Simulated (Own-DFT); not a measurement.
# One host, several defects: zincblende GaAs

Everything here is calculated. The program is Own-DFT (plane waves, in-house, since retired, never reviewed by a person); positions were held fixed, and spin and spin-orbit coupling were off.

Method: PBE; PseudoDojo norm-conserving scalar-relativistic files; cutoff 42 hartree; 3 x 3 x 3 k mesh centred on Gamma; Fermi-Dirac smearing of 0.1 eV.

Known weak points (not all hold for every row): not probed for a lower state with spin; forces not confirmed at this smearing and k mesh; stress not checked against mesh or cutoff.

All runs share one cell, with vectors in Å (11.737, 0.000, 0.000); (0.000, 11.737, 0.000); (0.000, 0.000, 10.919) and a volume of 1504.3 Å³, strained against the parent crystal. Atoms were moved at random from their sites; u is the rms move along one axis. The defect's site can differ from row to row.

```
                             cell     formula   u (Å)  P (GPa)
                        no defect    As32Ga32  0.0287     0.77
                        no defect    As32Ga32  0.0462     1.01
                        no defect    As32Ga32  0.0540     1.09
              one In on a Ga site  As32Ga31In  0.0285     1.34
              one In on a Ga site  As32Ga31In  0.0457     1.54
              one In on a Ga site  As32Ga31In  0.0518     1.84
              one Al on a Ga site  AlAs32Ga31  0.0265     0.71
              one Al on a Ga site  AlAs32Ga31  0.0296     0.75
              one Al on a Ga site  AlAs32Ga31  0.0484     1.04
              one Al on a Ga site  AlAs32Ga31  0.0547        ?
one As vacancy and one Ga vacancy    As31Ga31  0.0315     0.62
one As vacancy and one Ga vacancy    As31Ga31  0.0485     0.72
one As vacancy and one Ga vacancy    As31Ga31  0.0505     0.80
              one P on an As site   As31Ga32P  0.0279     0.51
              one P on an As site   As31Ga32P  0.0295     0.51
              one P on an As site   As31Ga32P  0.0516     0.92
```

## Fit

P = P0 + c u² + a shift for each defect gives P0 = 0.59 GPa, c = 187 ± 21 GPa/Å² and a scatter of 0.06 GPa. The shifts, and each times the cell's volume:

- one In on a Ga site: 0.64 ± 0.05 GPa, 6.0 eV
- one Al on a Ga site: 0.00 ± 0.05 GPa, 0.0 eV (not resolved)
- one P on an As site: -0.21 ± 0.05 GPa, -2.0 eV
- one As vacancy and one Ga vacancy: -0.24 ± 0.05 GPa, -2.3 eV

Positive is outwards. The product with the volume (160.2 GPa Å³ to the eV) is nearly free of the cell's size; divided by the bulk modulus at the cell's pressure it gives the volume that the defect adds. The atoms around the defects weren't relaxed, which would change these numbers.

## Prediction

Q: what pressure belongs in the blank (one Al on a Ga site, u = 0.0547 Å)?

Estimate: 1.15 ± 0.08 GPa. The calculation gave 1.05 GPa.
